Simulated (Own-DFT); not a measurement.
Hf₃₆O₇₁ (tetragonal hafnia with one neutral oxygen vacancy, atoms displaced) (calculated)

All values are calculated (Own-DFT development build). A calculation, not a measurement: plane-wave PBE and HSE06 DFT by an unreviewed code, no spin, of a simulated cell at Gamma alone, so results move with cell size and shape, stress positive in tension, energies less offsets, not probed for a lower state with spin; hafnium file: forces about 75 meV/angstrom off all-electron values; oxygen file: force components 24 meV/angstrom off all-electron in a glass; k mesh not checked against a denser one; forces and stress are PBE's, HSE06 gives the energy alone, and its difference from PBE has offsets of its own; offsets are fitted by least squares, one for each functional and potential file, so energies compare only between cells with the same atoms and settings and are not formation energies; the far tail of each file's local potential was reset to the Coulomb form; each entry is a single point on an unrelaxed cell, so the pressure reflects the starting lattice, taken from the Materials Project, from which strain is counted, and rises with the displacements; printed positions are rounded, which can move forces by about a meV/angstrom; the program is a retired in-house code; no spin-orbit coupling.

Common to all runs: first functional PBE; second functional HSE06; exact exchange share 0.25; screening 0.11 1/bohr; exchange divergence Gygi-Baldereschi; potential files PseudoDojo norm-conserving, scalar-relativistic, made for PBE, standard set; wave cutoff 48 hartree; occupations fixed; k mesh 1 x 1 x 1 centred on Gamma.

```yaml
- entry: 1
  formula: Hf36O71
  kind: "tetragonal hafnia with one neutral oxygen vacancy, atoms displaced"
  structure:
    cell_angstrom: [[10.78, 0.0, 0.0], [0.0, 10.78, 0.0], [0.0, 0.0, 10.4493]]
    atoms_fractional:
      - [Hf, 0.00136, 0.00037, 0.00075]
      - [Hf, 0.16356, 0.16533, 0.2545]
      - [O, 0.00186, 0.17065, 0.15312]
      - [O, 0.17045, 0.00258, 0.35006]
      - [O, 0.99999, 0.16206, 0.40705]
      - [O, 0.16712, 0.00336, 0.1008]
      - [Hf, 0.00225, 0.99728, 0.50275]
      - [Hf, 0.16491, 0.17187, 0.75223]
      - [O, 0.99684, 0.16898, 0.6505]
      - [O, 0.17403, 0.00189, 0.84363]
      - [O, 0.99327, 0.16883, 0.90138]
      - [O, 0.16305, 0.00204, 0.5978]
      - [Hf, 0.9963, 0.32986, 0.00789]
      - [Hf, 0.16956, 0.4916, 0.24997]
      - [O, 0.00153, 0.50022, 0.1551]
      - [O, 0.16576, 0.33241, 0.34705]
      - [O, 0.00037, 0.49924, 0.40142]
      - [O, 0.15999, 0.33697, 0.09707]
      - [Hf, 0.00069, 0.33735, 0.50456]
      - [Hf, 0.16826, 0.5003, 0.74852]
      - [O, 0.99686, 0.49844, 0.65594]
      - [O, 0.1696, 0.33147, 0.84603]
      - [O, 0.99745, 0.49939, 0.9073]
      - [O, 0.16639, 0.33107, 0.59515]
      - [Hf, 0.00281, 0.66659, 0.00603]
      - [Hf, 0.16902, 0.83381, 0.25479]
      - [O, 0.99941, 0.83544, 0.15079]
      - [O, 0.16545, 0.66604, 0.35021]
      - [O, 0.99797, 0.83264, 0.39858]
      - [O, 0.16494, 0.66891, 0.09639]
      - [Hf, 0.00257, 0.66427, 0.49769]
      - [Hf, 0.16638, 0.83091, 0.74716]
      - [O, 0.00017, 0.83261, 0.65069]
      - [O, 0.16713, 0.66959, 0.84595]
      - [O, 0.00142, 0.83682, 0.90359]
      - [O, 0.15906, 0.66872, 0.60331]
      - [Hf, 0.3348, 0.99744, 0.00068]
      - [Hf, 0.50069, 0.1645, 0.25281]
      - [O, 0.33026, 0.16702, 0.15436]
      - [O, 0.50705, 0.99973, 0.34856]
      - [O, 0.33227, 0.16478, 0.40342]
      - [O, 0.49974, 0.99737, 0.09578]
      - [Hf, 0.33327, 0.00023, 0.50068]
      - [Hf, 0.49976, 0.16055, 0.75156]
      - [O, 0.32815, 0.16108, 0.65264]
      - [O, 0.49937, 0.99881, 0.84384]
      - [O, 0.33245, 0.16254, 0.90791]
      - [O, 0.50309, 0.9999, 0.59073]
      - [Hf, 0.3335, 0.34087, 0.99991]
      - [Hf, 0.50127, 0.50136, 0.2504]
      - [O, 0.33349, 0.49571, 0.15023]
      - [O, 0.49642, 0.33447, 0.349]
      - [O, 0.33723, 0.50035, 0.40487]
      - [O, 0.50263, 0.33186, 0.0999]
      - [Hf, 0.33114, 0.33178, 0.50147]
      - [Hf, 0.49968, 0.50233, 0.75371]
      - [O, 0.33152, 0.50207, 0.65664]
      - [O, 0.49635, 0.3367, 0.84937]
      - [O, 0.3339, 0.49544, 0.90138]
      - [O, 0.49489, 0.33345, 0.60111]
      - [Hf, 0.33483, 0.66276, 0.00101]
      - [Hf, 0.49871, 0.82942, 0.24764]
      - [O, 0.33591, 0.8318, 0.15196]
      - [O, 0.50202, 0.66978, 0.34939]
      - [O, 0.33496, 0.83745, 0.40829]
      - [O, 0.50125, 0.66612, 0.09139]
      - [Hf, 0.33223, 0.67247, 0.49994]
      - [Hf, 0.49904, 0.8368, 0.74937]
      - [O, 0.33628, 0.83361, 0.64489]
      - [O, 0.49814, 0.66542, 0.8524]
      - [O, 0.33053, 0.83155, 0.90326]
      - [O, 0.49674, 0.66338, 0.59947]
      - [Hf, 0.66704, 0.99981, 0.00427]
      - [Hf, 0.82906, 0.16704, 0.25523]
      - [O, 0.66916, 0.16237, 0.15388]
      - [O, 0.83368, 0.00281, 0.34621]
      - [O, 0.67446, 0.16667, 0.40187]
      - [O, 0.83267, 0.99813, 0.09764]
      - [Hf, 0.66648, 0.99883, 0.49577]
      - [Hf, 0.83364, 0.16629, 0.75075]
      - [O, 0.66431, 0.16194, 0.65419]
      - [O, 0.83517, 0.00693, 0.84781]
      - [O, 0.6663, 0.16352, 0.90022]
      - [O, 0.83368, 0.99806, 0.59656]
      - [Hf, 0.66539, 0.33814, 0.00057]
      - [Hf, 0.83008, 0.50133, 0.25236]
      - [O, 0.66815, 0.49713, 0.15502]
      - [O, 0.83569, 0.336, 0.34864]
      - [O, 0.66945, 0.50298, 0.40192]
      - [O, 0.83071, 0.33176, 0.09787]
      - [Hf, 0.6662, 0.32673, 0.4967]
      - [Hf, 0.83288, 0.49554, 0.74732]
      - [O, 0.66614, 0.49714, 0.65296]
      - [O, 0.8379, 0.33339, 0.84596]
      - [O, 0.67154, 0.5026, 0.90438]
      - [O, 0.83581, 0.33296, 0.5991]
      - [Hf, 0.66864, 0.66633, 0.00218]
      - [Hf, 0.83296, 0.83184, 0.24595]
      - [O, 0.66833, 0.83154, 0.15286]
      - [O, 0.83063, 0.66875, 0.34768]
      - [O, 0.66701, 0.83474, 0.40913]
      - [O, 0.8343, 0.66484, 0.09622]
      - [Hf, 0.6676, 0.66779, 0.49808]
      - [Hf, 0.82866, 0.83569, 0.75027]
      - [O, 0.66441, 0.83105, 0.65543]
      - [O, 0.83132, 0.66736, 0.84809]
      - [O, 0.83633, 0.66543, 0.59814]
  results:
    "PBE_energy_of_cell_above_offsets [eV]": "-100.805"
    "HSE06_less_PBE_above_offsets [eV]": "-0.143"
    "PBE_pressure [GPa]": 1.21
    "PBE_stress_xx [GPa]": -0.7
    "PBE_stress_yy [GPa]": -0.94
    "PBE_stress_zz [GPa]": -1.98
    "PBE_stress_yz [GPa]": 0.46
    "PBE_stress_xz [GPa]": -0.47
    "PBE_stress_xy [GPa]": -0.04
    force_element: [Hf, Hf, O, O, O, O, Hf, Hf, O, O, O, O, Hf, Hf, O, O, O, O, Hf, Hf, O, O, O, O, Hf, Hf, O, O, O, O, Hf, Hf, O, O, O, O, Hf, Hf, O, O, O, O, Hf, Hf, O, O, O, O, Hf, Hf, O, O, O, O, Hf, Hf, O, O, O, O, Hf, Hf, O, O, O, O, Hf, Hf, O, O, O, O, Hf, Hf, O, O, O, O, Hf, Hf, O, O, O, O, Hf, Hf, O, O, O, O, Hf, Hf, O, O, O, O, Hf, Hf, O, O, O, O, Hf, Hf, O, O, O]
    "force_x [eV/angstrom]": [-0.073, 0.307, -0.794, -0.052, 0.169, 0.055, -0.706, -0.276, 0.575, -0.533, 0.726, 0.822, -0.363, -1.012, -0.41, 0.199, 0.105, 1.651, -0.626, -0.873, 1.19, 0.13, 0.387, 0.108, -0.616, -0.963, 0.469, 0.519, 0.4, 1.248, -0.904, -0.391, -0.24, 0.185, 0.085, 1.497, -1.167, -0.934, 0.763, -0.226, 0.43, 0.272, -0.697, -0.334, 0.916, 0.203, 0.482, -0.58, -0.137, -0.067, 0.411, 0.634, -0.283, -0.279, 0.85, 0.32, -0.045, 0.305, -0.298, 0.627, -0.695, 0.543, -0.416, -0.237, -0.099, -0.174, -0.087, -0.144, -0.652, 0.263, 0.369, 0.465, 0.544, 1.25, -0.866, -0.334, -0.517, 0.212, 0.884, 0.093, 0.092, -0.499, -0.456, -0.376, 0.203, 1.053, -0.673, -0.297, -0.336, -0.329, -0.135, -0.265, -0.283, -0.664, -0.447, -1.131, 0.754, 0.966, -0.8, -0.087, 0.063, -0.233, 0.282, 1.208, -0.097, -0.48, -0.597]
    "force_y [eV/angstrom]": [0.03, -0.247, -0.186, -1.089, 1.081, -0.479, 0.042, -1.474, -0.004, -0.222, -0.423, -0.426, 0.556, 0.856, 0.181, 0.015, 0.153, 0.259, -1.177, 0.273, -0.306, 0.936, 0.143, 0.393, -0.102, 0.173, -0.154, -0.012, -0.064, -0.08, 0.772, 0.944, 0.234, -1.093, -0.34, -0.29, 0.537, 0.445, 0.114, -0.225, 0.442, 0.086, 0.92, 1.695, 0.182, -0.554, 1.025, 0.036, -2.565, -0.646, 0.313, -0.365, 0.267, 0.238, -0.005, -0.32, 0.001, -0.732, 1.635, -0.33, 0.911, 1.061, -0.242, -0.375, -0.734, -0.221, -0.991, -1.279, -0.029, 0.681, -0.237, 0.102, 0.086, 0.058, 0.052, -1.03, 0.118, -0.004, 0.249, 0.49, 0.522, -1.802, 0.749, -0.124, -0.969, -0.01, 0.215, -0.301, -0.847, 0.164, 1.648, 0.858, 0.057, -0.099, -0.506, 0.058, 0.856, 0.775, -0.158, -0.209, -0.56, 0.094, -0.415, -0.318, 0.018, 0.511, 0.067]
    "force_z [eV/angstrom]": [-0.26, -0.764, 0.282, -0.028, -0.331, -0.171, -0.006, -0.317, 0.493, 0.281, 0.352, -0.182, -1.233, -0.09, 0.436, 0.433, 0.284, 0.283, -0.509, 0.776, -0.668, 0.304, 0.101, 0.464, -1.509, -0.633, 0.441, -0.224, 0.114, 0.552, 0.263, 0.379, 0.299, 0.314, -0.048, -0.637, -0.229, -0.96, 0.644, -0.604, 0.022, 0.354, 0.869, -0.208, 0.199, 0.528, -0.163, 0.867, 0.383, 0.505, 0.045, -0.091, -0.213, -0.04, -0.008, -1.007, -0.328, 0.136, -0.057, -0.671, -0.858, 0.149, 0.508, -0.444, -1.564, 1.42, 0.857, 0.078, 0.745, -0.395, -0.063, -0.436, -0.821, -0.576, 0.154, -0.181, -0.307, -0.062, 0.824, -0.182, -0.561, 0.169, 0.693, 0.036, -0.611, 0.003, -0.283, 0.16, -0.092, 0.32, 1.47, 0.827, 0.042, 0.255, 0.085, -0.512, -1.299, 0.664, -0.191, -0.196, -0.861, 0.671, 1.256, 0.287, 0.409, -0.255, -0.545]
- entry: 2
  formula: Hf36O71
  kind: "tetragonal hafnia with one neutral oxygen vacancy, atoms displaced"
  structure:
    cell_angstrom: [[10.78, 0.0, 0.0], [0.0, 10.78, 0.0], [0.0, 0.0, 10.4493]]
    atoms_fractional:
      - [Hf, 0.00119, 0.99744, 0.00427]
      - [Hf, 0.1705, 0.17146, 0.25777]
      - [O, 0.00681, 0.17166, 0.15141]
      - [O, 0.16601, 0.00095, 0.34821]
      - [O, 0.17067, 0.99722, 0.09526]
      - [Hf, 0.00559, 0.99956, 0.50053]
      - [Hf, 0.16785, 0.16851, 0.74449]
      - [O, 0.00567, 0.16392, 0.64783]
      - [O, 0.16853, 0.99935, 0.8456]
      - [O, 0.99407, 0.15724, 0.89965]
      - [O, 0.16466, 0.00218, 0.60433]
      - [Hf, 0.00498, 0.32779, 0.001]
      - [Hf, 0.17285, 0.49726, 0.24322]
      - [O, 0.00225, 0.50386, 0.16038]
      - [O, 0.16611, 0.32987, 0.34959]
      - [O, 0.00333, 0.49198, 0.40048]
      - [O, 0.17084, 0.33565, 0.10177]
      - [Hf, 0.9978, 0.33735, 0.49008]
      - [Hf, 0.16498, 0.50339, 0.75567]
      - [O, 0.0018, 0.50568, 0.65805]
      - [O, 0.16678, 0.32964, 0.84442]
      - [O, 0.9946, 0.49443, 0.9031]
      - [O, 0.16924, 0.32809, 0.5914]
      - [Hf, 0.00831, 0.66375, 0.00037]
      - [Hf, 0.16482, 0.83425, 0.24766]
      - [O, 0.99757, 0.83385, 0.14633]
      - [O, 0.17025, 0.66035, 0.34799]
      - [O, 0.00014, 0.82839, 0.3985]
      - [O, 0.16568, 0.6719, 0.10287]
      - [Hf, 0.00198, 0.67392, 0.50321]
      - [Hf, 0.16916, 0.83539, 0.75709]
      - [O, 0.99708, 0.83065, 0.64994]
      - [O, 0.16804, 0.67007, 0.8501]
      - [O, 0.99894, 0.83873, 0.90045]
      - [O, 0.1598, 0.66962, 0.5914]
      - [Hf, 0.33568, 0.99763, 0.00168]
      - [Hf, 0.49739, 0.17969, 0.25475]
      - [O, 0.33371, 0.16895, 0.14073]
      - [O, 0.50224, 0.99813, 0.35243]
      - [O, 0.32674, 0.16917, 0.40051]
      - [O, 0.49833, 0.9965, 0.10413]
      - [Hf, 0.3301, 0.99538, 0.50979]
      - [Hf, 0.50273, 0.16723, 0.75394]
      - [O, 0.32941, 0.17278, 0.66196]
      - [O, 0.49859, 0.99896, 0.85061]
      - [O, 0.32957, 0.16568, 0.90546]
      - [O, 0.50164, 0.99372, 0.59849]
      - [Hf, 0.34231, 0.33117, 0.99958]
      - [Hf, 0.49546, 0.50151, 0.25359]
      - [O, 0.33179, 0.49878, 0.14647]
      - [O, 0.49411, 0.33038, 0.3521]
      - [O, 0.3359, 0.50158, 0.40264]
      - [O, 0.49873, 0.33836, 0.09896]
      - [Hf, 0.34073, 0.33446, 0.50157]
      - [Hf, 0.50019, 0.50816, 0.75248]
      - [O, 0.33487, 0.49782, 0.65785]
      - [O, 0.50771, 0.32865, 0.85119]
      - [O, 0.3341, 0.49738, 0.90349]
      - [O, 0.49556, 0.33278, 0.59843]
      - [Hf, 0.33564, 0.66557, 0.9949]
      - [Hf, 0.50968, 0.82351, 0.25766]
      - [O, 0.33926, 0.83776, 0.15642]
      - [O, 0.50554, 0.66648, 0.35489]
      - [O, 0.33928, 0.83237, 0.40382]
      - [O, 0.50546, 0.67063, 0.09251]
      - [Hf, 0.33678, 0.66371, 0.49648]
      - [Hf, 0.50064, 0.83623, 0.74987]
      - [O, 0.33234, 0.8349, 0.64979]
      - [O, 0.49954, 0.66036, 0.85046]
      - [O, 0.32554, 0.83212, 0.89906]
      - [O, 0.51049, 0.67007, 0.59861]
      - [Hf, 0.66715, 0.00836, 0.99052]
      - [Hf, 0.8381, 0.15887, 0.25072]
      - [O, 0.66797, 0.16635, 0.14747]
      - [O, 0.83342, 0.99022, 0.3489]
      - [O, 0.66543, 0.16985, 0.4044]
      - [O, 0.83135, 0.99956, 0.08692]
      - [Hf, 0.65968, 0.00269, 0.50176]
      - [Hf, 0.83547, 0.17046, 0.75681]
      - [O, 0.66391, 0.16622, 0.65053]
      - [O, 0.82737, 0.99571, 0.85171]
      - [O, 0.66259, 0.16717, 0.89464]
      - [O, 0.83303, 0.00075, 0.59704]
      - [Hf, 0.66167, 0.33289, 0.00152]
      - [Hf, 0.83699, 0.49814, 0.252]
      - [O, 0.66521, 0.50214, 0.15488]
      - [O, 0.83148, 0.33382, 0.34013]
      - [O, 0.66408, 0.50646, 0.40045]
      - [O, 0.83151, 0.32924, 0.09418]
      - [Hf, 0.66583, 0.32906, 0.49819]
      - [Hf, 0.83464, 0.49556, 0.75166]
      - [O, 0.666, 0.50161, 0.65684]
      - [O, 0.83109, 0.33542, 0.84803]
      - [O, 0.67504, 0.49846, 0.90117]
      - [O, 0.8233, 0.33545, 0.59951]
      - [Hf, 0.66405, 0.65901, 0.9932]
      - [Hf, 0.83046, 0.83263, 0.25028]
      - [O, 0.66031, 0.82515, 0.15885]
      - [O, 0.83329, 0.67224, 0.34665]
      - [O, 0.66385, 0.84583, 0.3945]
      - [O, 0.83451, 0.65656, 0.10138]
      - [Hf, 0.66299, 0.66964, 0.48778]
      - [Hf, 0.82944, 0.83622, 0.74615]
      - [O, 0.65837, 0.82583, 0.65841]
      - [O, 0.83241, 0.67237, 0.83825]
      - [O, 0.66801, 0.83148, 0.90502]
      - [O, 0.81757, 0.66265, 0.59659]
  results:
    "PBE_energy_of_cell_above_offsets [eV]": "-97.165"
    "HSE06_less_PBE_above_offsets [eV]": "0.061"
    "PBE_pressure [GPa]": 1.98
    "PBE_stress_xx [GPa]": -0.71
    "PBE_stress_yy [GPa]": -2.83
    "PBE_stress_zz [GPa]": -2.39
    "PBE_stress_yz [GPa]": -0.78
    "PBE_stress_xz [GPa]": -0.25
    "PBE_stress_xy [GPa]": 0.04
    force_element: [Hf, Hf, O, O, O, Hf, Hf, O, O, O, O, Hf, Hf, O, O, O, O, Hf, Hf, O, O, O, O, Hf, Hf, O, O, O, O, Hf, Hf, O, O, O, O, Hf, Hf, O, O, O, O, Hf, Hf, O, O, O, O, Hf, Hf, O, O, O, O, Hf, Hf, O, O, O, O, Hf, Hf, O, O, O, O, Hf, Hf, O, O, O, O, Hf, Hf, O, O, O, O, Hf, Hf, O, O, O, O, Hf, Hf, O, O, O, O, Hf, Hf, O, O, O, O, Hf, Hf, O, O, O, O, Hf, Hf, O, O, O, O]
    "force_x [eV/angstrom]": [0.401, 0.517, -0.802, -0.533, -0.682, -1.365, -0.733, -1.758, 0.012, -0.085, 0.5, -0.508, -1.445, 0.574, -0.375, -0.608, -0.243, 0.508, -0.006, -0.003, -0.549, 0.853, -0.63, -2.488, 0.737, 0.237, 0.142, 0.716, 0.991, -2.109, -0.97, 0.47, -0.256, 0.541, 2.595, 0.643, 0.057, 0.452, -0.328, 0.717, 0.763, 0.764, -0.479, 2.128, 0.007, 0.574, -1.279, -1.905, 1.368, 1.264, 0.248, 0.459, 0.626, -2.158, 1.088, -0.567, -0.598, -0.155, 1.464, 0.198, -1.877, -0.985, -0.961, -0.669, -1.908, -0.764, -0.02, 0.011, -0.347, 0.627, -2.654, -0.939, -0.256, -0.644, 0.731, 0.104, 0.081, 0.964, 0.331, 0.11, -0.292, 0.427, -0.031, 1.499, -0.67, -0.665, 0.152, -0.093, 0.734, 0.003, -0.893, -0.833, 0.271, -0.606, 1.824, 2.133, -0.235, 2.41, -0.143, 0.218, 0.239, 1.687, -0.08, 1.217, 0.345, -0.729, 2.182]
    "force_y [eV/angstrom]": [-0.63, -0.87, -0.438, -0.16, -0.27, 0.184, -0.324, 0.279, 0.426, 1.586, -0.475, -0.404, 0.085, -0.406, 1.184, 2.033, 0.261, -1.794, -1.168, -0.405, 1.041, 0.674, 0.608, 0.87, -0.418, 0.142, 0.752, 1.161, -0.39, -1.109, 0.745, -0.085, -1.197, -1.161, -0.26, 0.301, -4.831, 0.451, 1.557, -0.619, 0.52, -0.124, 0.013, -0.746, 0.211, 0.231, 0.411, -1.075, 0.131, 0.583, 2.25, -0.65, -0.048, -0.467, -2.024, 0.766, 1.264, 0.372, -0.281, 0.715, 3.62, -0.898, -1.287, -0.167, -0.877, 1.282, -0.482, -0.097, 1.831, -0.508, -0.599, -1.879, 0.398, 0.347, 2.263, -0.619, 0.384, 0.162, -1.158, -0.002, 1.277, 0.591, -0.127, 0.12, 1.74, -0.606, -1.312, -2.163, 0.321, 1.598, 1.915, -0.727, -1.349, -0.581, -0.194, 1.637, -0.912, 0.031, -1.089, -1.898, 0.323, 0.522, -0.546, 1.276, -1.12, 0.161, 0.416]
    "force_z [eV/angstrom]": [-0.619, -1.284, 0.761, 0.594, 0.553, 0.009, 1.017, -0.21, 0.114, 0.143, -0.692, 0.158, 1.211, -1.066, -0.144, 0.114, -0.716, 1.626, -0.949, -0.403, 0.524, 0.531, -0.052, 0.165, -0.271, 0.595, -0.301, 0.037, -0.705, -0.158, -0.81, -0.117, 0.41, 0.087, 1.02, 0.895, -1.811, 1.831, -0.083, 0.522, -1.332, -1.653, -0.377, -1.386, -0.314, -0.366, 0.962, -0.447, -0.769, 0.399, 0.243, -0.589, 1.12, 0.456, -1.432, -0.501, 0.184, -0.161, 0.179, 1.211, -1.367, -0.014, -0.422, 0.676, 0.688, 1.037, 0.246, 0.331, 0.42, 0.161, 0.123, 1.617, -0.688, 0.628, -0.276, -0.841, 1.721, -0.484, -1.197, 0.166, -0.958, 0.084, -0.256, 0.053, -0.952, 0.131, 0.993, -0.155, -0.194, 1.23, -0.868, 0.118, 0.262, 0.153, -0.453, 1.232, -1.294, -0.877, 0.257, 1.202, -1.33, 1.762, 0.179, -0.788, 0.813, 0.009, -0.826]
```
